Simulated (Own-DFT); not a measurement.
Al3GaN4 (wurtzite random alloy, strained, atoms displaced), InGa3P4 (zincblende random alloy, strained, atoms displaced) (calculated)

A calculation, not a measurement: plane-wave PBE density functional theory by an unreviewed code, no spin, of a simulated periodic cell, stress positive in tension, free energy of the whole cell less one offset for each atom, forces on such cells passed a denser k mesh, this cell's mesh not checked; offsets are fitted by least squares, one for each functional and potential file, so energies compare only between cells with the same atoms and settings and are not formation energies; the far tail of each file's local potential was reset to the Coulomb form; each entry is a single point on an unrelaxed cell, so the pressure reflects the starting lattice, mostly measured values, from which strain is counted, and rises with the displacements; printed positions are rounded, which can move forces by about a meV/angstrom; the program is a retired in-house code; no spin-orbit coupling. Program: Own-DFT development build.

Settings shared by all entries: functional PBE; potential files PseudoDojo norm-conserving, scalar-relativistic, standard set; wave cutoff 42 hartree; occupations Fermi-Dirac; smearing width 0.1 eV.

(1) Al3GaN4 (wurtzite random alloy, strained, atoms displaced)

```
cell vectors (Å)
   9.3703     0.0000     0.0000
  -4.6851     8.1149     0.0000
   0.0000     0.0000    10.0655
atoms (fractions of the cell vectors)
Al  0.10574  0.21231  0.99679
Ga  0.22068  0.11253  0.24953
N   0.09980  0.21616  0.18546
N   0.22044  0.11176  0.43988
Al  0.11216  0.22153  0.49928
Al  0.22173  0.11223  0.74360
N   0.10332  0.20779  0.69547
N   0.21495  0.09909  0.94669
Al  0.10082  0.55553  0.00574
Al  0.21835  0.45216  0.24847
N   0.10675  0.55161  0.19048
N   0.21766  0.43843  0.43316
Al  0.10839  0.55439  0.50461
Ga  0.22268  0.44682  0.75090
N   0.11272  0.56352  0.68633
N   0.22502  0.43859  0.94029
Al  0.11102  0.89437  0.00421
Ga  0.22734  0.78730  0.25342
N   0.10370  0.88334  0.20029
N   0.22709  0.77968  0.44024
Ga  0.11047  0.87482  0.50369
Al  0.23023  0.77036  0.74667
N   0.11215  0.88848  0.69413
N   0.21848  0.77390  0.94174
Ga  0.44430  0.22429  0.00894
Al  0.56323  0.11675  0.24729
N   0.44525  0.22647  0.18831
N   0.56443  0.11738  0.43828
Al  0.44216  0.21026  0.48934
Al  0.56483  0.11374  0.74686
N   0.43449  0.21426  0.68961
N   0.55052  0.10040  0.93984
Al  0.45458  0.56523  0.99595
Al  0.56469  0.44779  0.25515
N   0.43389  0.55375  0.17766
N   0.55576  0.43732  0.44200
Ga  0.44183  0.55291  0.50075
Al  0.55588  0.44761  0.74554
N   0.44070  0.55748  0.69091
N   0.55757  0.44285  0.93957
Al  0.44266  0.88559  0.00974
Al  0.55886  0.78589  0.25497
N   0.44902  0.89024  0.19227
N   0.55489  0.77752  0.42757
Al  0.45024  0.88664  0.49866
Al  0.54424  0.77536  0.75348
N   0.44329  0.88601  0.69294
N   0.54527  0.77451  0.94552
Al  0.77518  0.23127  0.99793
Al  0.88321  0.10943  0.25142
N   0.78604  0.22912  0.19256
N   0.89004  0.11003  0.44346
Ga  0.77634  0.22826  0.49547
Al  0.88197  0.10970  0.75648
N   0.78104  0.22284  0.69410
N   0.89375  0.11469  0.94805
Ga  0.77657  0.55451  0.99116
Al  0.88345  0.45158  0.24595
N   0.78635  0.56717  0.18254
N   0.88482  0.44211  0.44079
Al  0.77833  0.55189  0.49225
Al  0.89132  0.45379  0.75031
N   0.78150  0.55484  0.68627
N   0.88905  0.43849  0.93384
Al  0.77515  0.88950  0.99667
Ga  0.88475  0.76739  0.25628
N   0.77202  0.88466  0.19033
N   0.88963  0.78355  0.44356
Al  0.76653  0.88567  0.50409
Al  0.89758  0.78385  0.75002
N   0.76040  0.88643  0.69252
N   0.88596  0.77997  0.93661
```

It was run with k mesh 4 x 4 x 3 centred on Gamma.

It finds free energy of cell above offsets -17.806 eV; pressure 7.08 GPa; stress xx -7.55 GPa; stress yy -6.67 GPa; stress zz -7.04 GPa; stress yz 0.7 GPa; stress xz -0.02 GPa; stress xy -0.83 GPa.

Force:
```tsv
element	x (eV/Å)	y (eV/Å)	z (eV/Å)
Al	0.918	1.618	0.819
Ga	-1.105	0.15	0.003
N	0.158	1.089	0.546
N	0.737	-0.186	0.693
Al	-0.405	-0.656	0.488
Al	0.452	-1.131	1.716
N	-0.989	1.194	-1.266
N	-0.06	1.985	-1.522
Al	2.194	-0.148	-0.865
Al	1.35	-1.85	-1.071
N	-1.333	0.732	0.111
N	-0.787	0.63	1.225
Al	0.522	-0.26	-1.682
Ga	-0.675	-1.647	0.695
N	-0.374	-1.42	0.008
N	-0.832	0.63	0.702
Al	0.293	-2.395	0.211
Ga	0.159	-1.328	-0.781
N	0.651	0.898	-2.194
N	1.606	-1.268	1.046
Ga	-1.364	2.164	0.297
Al	-2.194	1.961	1.845
N	0.9	-0.388	0.213
N	-0.03	0.166	0.135
Ga	-0.248	-0.912	-2.832
Al	-0.319	-0.261	-0.169
N	1.619	0.281	2.865
N	-1.634	-2.478	-0.918
Al	-1.215	0.856	1.859
Al	-1.93	-0.454	0.843
N	1.862	1.321	-0.848
N	0.652	1.044	0.057
Al	-1.057	-2.561	0.525
Al	-2.051	0.298	-1.591
N	1.554	0.571	2.666
N	0.352	0.269	-0.614
Ga	-0.075	-0.182	-0.709
Al	0.401	-1.058	0.16
N	1.384	0.374	0
N	-1.252	0.473	-1.447
Al	-0.818	-0.143	-1.399
Al	0.35	-1.842	-3.421
N	-0.106	1.351	0.418
N	-0.083	0.131	3.328
Al	-0.642	0.546	0.302
Al	1.085	0.094	0.764
N	0.268	0.88	-1.563
N	1.143	1.491	-1.427
Al	1.016	-2.351	0.52
Al	1.211	-0.314	-0.08
N	-1.555	0.145	-0.699
N	-0.236	-0.485	-0.523
Ga	2.218	-1.03	1.629
Al	0.836	-0.263	-0.177
N	-0.31	1.115	-0.037
N	-2.194	-0.907	-1.346
Ga	0.389	0.737	0.16
Al	1.874	-0.661	0.605
N	-0.751	-3.587	0.593
N	0.643	2.494	-1.365
Al	-0.651	0.987	1.753
Al	0.65	-1.252	-0.663
N	-1.092	0.689	-0.058
N	-0.115	1.055	0.331
Al	-0.254	0.011	0.846
Ga	-1.267	3.106	0.048
N	-0.065	0.72	-0.387
N	-0.994	-1.737	0.99
Al	1.23	0.854	-0.169
Al	-1.531	-0.62	-0.393
N	1.521	-0.068	0.137
N	0.397	0.733	0.066
```

(2) InGa3P4 (zincblende random alloy, strained, atoms displaced)

```
cell vectors (Å)
  11.3066     0.0000     0.0000
   0.0000    11.3066     0.0000
   0.0000     0.0000    10.9332
atoms (fractions of the cell vectors)
In  0.00036  0.00482  0.00516
Ga  0.99895  0.25765  0.25593
In  0.26126  0.99868  0.25623
Ga  0.24941  0.25440  0.00418
P   0.12589  0.12628  0.12859
P   0.12452  0.37893  0.37224
P   0.37203  0.12275  0.37120
P   0.37405  0.36598  0.12477
In  0.98779  0.99763  0.50314
Ga  0.99962  0.25169  0.75905
Ga  0.24308  0.00451  0.75195
In  0.24585  0.24403  0.50282
P   0.12373  0.13050  0.62488
P   0.12035  0.37678  0.87209
P   0.37756  0.12324  0.87546
P   0.37450  0.37515  0.62109
Ga  0.99855  0.51289  0.99665
Ga  0.00970  0.75156  0.24468
Ga  0.24469  0.50211  0.25014
Ga  0.24862  0.74511  0.00279
P   0.12705  0.62112  0.12607
P   0.12382  0.87937  0.37955
P   0.36432  0.62055  0.37556
P   0.37026  0.86527  0.12816
Ga  0.00270  0.49397  0.49845
Ga  0.00126  0.74749  0.75606
Ga  0.25394  0.50410  0.74699
Ga  0.24692  0.75323  0.50257
P   0.13221  0.62199  0.62535
P   0.12631  0.87722  0.87374
P   0.37425  0.62902  0.87223
P   0.37540  0.87601  0.62900
Ga  0.50431  0.00065  0.00329
Ga  0.50293  0.25422  0.25838
In  0.74287  0.99962  0.24933
Ga  0.75153  0.25138  0.00575
P   0.62291  0.12671  0.12780
P   0.63038  0.37644  0.37822
P   0.87312  0.13351  0.37594
P   0.87560  0.37201  0.13187
Ga  0.49652  0.00363  0.49892
Ga  0.49775  0.24390  0.74349
Ga  0.74464  0.99261  0.74684
Ga  0.74671  0.24763  0.50232
P   0.63624  0.12683  0.62968
P   0.62558  0.37242  0.87218
P   0.87261  0.11982  0.87483
P   0.87153  0.37490  0.63689
Ga  0.49554  0.49540  0.01077
Ga  0.50526  0.75093  0.25227
Ga  0.74728  0.49908  0.25392
In  0.75267  0.75569  0.00209
P   0.62649  0.62675  0.12744
P   0.62302  0.88014  0.37626
P   0.88064  0.62342  0.38120
P   0.87619  0.87207  0.12852
Ga  0.50306  0.49781  0.49768
In  0.50810  0.75145  0.74809
Ga  0.75794  0.49621  0.75329
In  0.75888  0.75000  0.49656
P   0.62877  0.62429  0.62759
P   0.62571  0.87545  0.86942
P   0.87159  0.62468  0.86899
P   0.87665  0.87478  0.62227
```

Here we set k mesh 3 x 3 x 3 centred on Gamma.

The calculation gives: free energy of cell above offsets -30.361 eV; pressure 2.51 GPa; stress xx -1.82 GPa; stress yy -2 GPa; stress zz -3.72 GPa; stress yz -0.16 GPa; stress xz -0.03 GPa; stress xy -0.61 GPa.

Force:
```tsv
element	x (eV/Å)	y (eV/Å)	z (eV/Å)
In	0.036	-0.525	-0.312
Ga	0.294	-0.57	-0.328
In	-1.872	-0.928	-1.399
Ga	-0.468	-0.631	-0.799
P	0.477	1.715	0.71
P	-0.393	0.13	-0.247
P	3.023	1.719	1.452
P	0.037	0.969	0.97
In	1.437	1.603	-0.709
Ga	-0.38	-0.427	-0.411
Ga	0.659	-0.063	-0.219
In	0.704	1.173	-0.957
P	-1.406	-1.228	2.183
P	0.779	0.574	0.671
P	-0.411	0.107	0.161
P	1.021	0.566	0.83
Ga	-0.124	-1.186	0.145
Ga	-0.449	-0.173	0.811
Ga	0.624	-0.663	-0.172
Ga	0.041	0.199	-0.618
P	-0.28	0.479	-0.425
P	0.064	-1.594	-0.315
P	1.17	0.592	0.115
P	1.659	-0.372	-1.179
Ga	-0.257	0.308	0.821
Ga	0.412	0.111	-0.709
Ga	0.028	-0.519	0.373
Ga	0.243	-0.064	0.014
P	-0.992	0.346	-0.12
P	0.381	-1.028	-0.038
P	-0.427	-1.189	1.29
P	-1.036	1.092	-1.069
Ga	-0.588	-0.287	-0.194
Ga	-0.184	-0.367	-0.357
In	1.202	0.43	0.09
Ga	-0.148	-0.108	-0.595
P	-0.923	1.179	-0.993
P	-0.513	-0.202	0.1
P	-0.199	0.828	-0.29
P	-0.14	0.94	-0.692
Ga	0.233	-0.019	0.523
Ga	0.179	0.502	0.41
Ga	0.976	0.417	0.168
Ga	0.709	0.601	0.216
P	-1.42	-0.472	-0.601
P	-0.191	0.158	0.559
P	-1.065	1.054	-0.736
P	0.837	-0.583	-1.41
Ga	0.347	0.318	-1.006
Ga	-0.715	-0.379	0.205
Ga	0.727	0.349	-0.199
In	-0.351	-0.661	-0.565
P	-0.825	-1.061	0.682
P	-1.642	-0.897	0.755
P	1.166	-1.185	-1.987
P	1.231	-0.106	1.151
Ga	-0.365	0.404	0.311
In	-1.103	-0.508	-0.2
Ga	-1.332	0.157	-0.005
In	-1.444	-0.029	0.18
P	0.515	-1.907	-0.734
P	0.262	1.939	1.313
P	0.863	-0.126	0.102
P	-0.694	-0.905	3.282
```
